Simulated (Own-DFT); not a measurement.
# Point defects and the pressure they add: 2H SiC

Everything here is calculated. The program is Own-DFT (plane waves, in-house, since retired, never reviewed by a person); positions were held fixed, and spin and spin-orbit coupling were off.

Method: PBE; PseudoDojo norm-conserving scalar-relativistic files; cutoff 42 hartree; 4 x 4 x 3 k mesh centred on Gamma; Fermi-Dirac smearing of 0.1 eV.

Known weak points (not all hold for every row): some atoms lie very close together; not probed for a lower state with spin; forces on such cells moved up to 12 meV/angstrom on a denser k mesh; forces on such cells passed a denser k mesh, each cell not checked; stress not checked against mesh or cutoff.

All runs share one cell, with vectors in Å (9.248, 0.000, 0.000); (-4.624, 8.009, 0.000); (0.000, 0.000, 10.068) and a volume of 745.7 Å³. Atoms were moved at random from their sites; u is the rms move along one axis. The defect's site can differ from row to row.

| cell | formula | u (Å) | P (GPa) |
|---|---|---|---|
| no defect | C36Si36 | 0.0297 | 3.91 |
| no defect | C36Si36 | 0.0298 | 3.98 |
| no defect | C36Si36 | 0.0602 | 6.56 |
| two N on a C site each | C34N2Si36 | 0.0296 | 2.84 |
| two N on a C site each | C34N2Si36 | 0.0317 | 3.15 |
| two N on a C site each | C34N2Si36 | 0.0485 | 4.83 |
| one C on a Si site | C37Si35 | 0.0318 | 1.96 |
| one C on a Si site | C37Si35 | 0.0319 | 2.19 |
| one C on a Si site | C37Si35 | 0.0531 | 3.44 |
| one C vacancy | C35Si36 | 0.0277 | 3.65 |
| one C vacancy | C35Si36 | 0.0289 | 3.51 |
| one C vacancy | C35Si36 | 0.0323 | 3.92 |
| one C on a Si site and one Si on a C site | C36Si36 | 0.0310 | ? |
| one C on a Si site and one Si on a C site | C36Si36 | 0.0316 | 7.77 |
| one C on a Si site and one Si on a C site | C36Si36 | 0.0486 | 9.20 |
| one C on a Si site and one Si on a C site | C36Si36 | 0.0542 | 8.83 |

## Analysis

P = P0 + c u² + a shift for each defect gives P0 = 3.20 GPa, c = 900 ± 90 GPa/Å² and a scatter of 0.29 GPa. The shifts, and each times the cell's volume:

- one C on a Si site and one Si on a C site: 3.52 ± 0.24 GPa, 16.4 eV
- one C vacancy: -0.30 ± 0.25 GPa, -1.4 eV (not resolved)
- two N on a C site each: -0.86 ± 0.24 GPa, -4.0 eV (-2.0 eV for each of its 2 sites)
- one C on a Si site: -2.12 ± 0.24 GPa, -9.9 eV

A positive shift means that the defect pushes the cell outwards. Shift times volume (160.2 GPa Å³ is 1 eV) depends little on the cell's size, so, taken for each site, it can be compared between cells at like pressure. The atoms around the defects weren't relaxed, which would change these numbers.

## Check

The question: what pressure belongs in the blank (one C on a Si site and one Si on a C site, u = 0.0310 Å)?

The fit gives 7.58 ± 0.35 GPa. DFT gave 7.13 GPa.
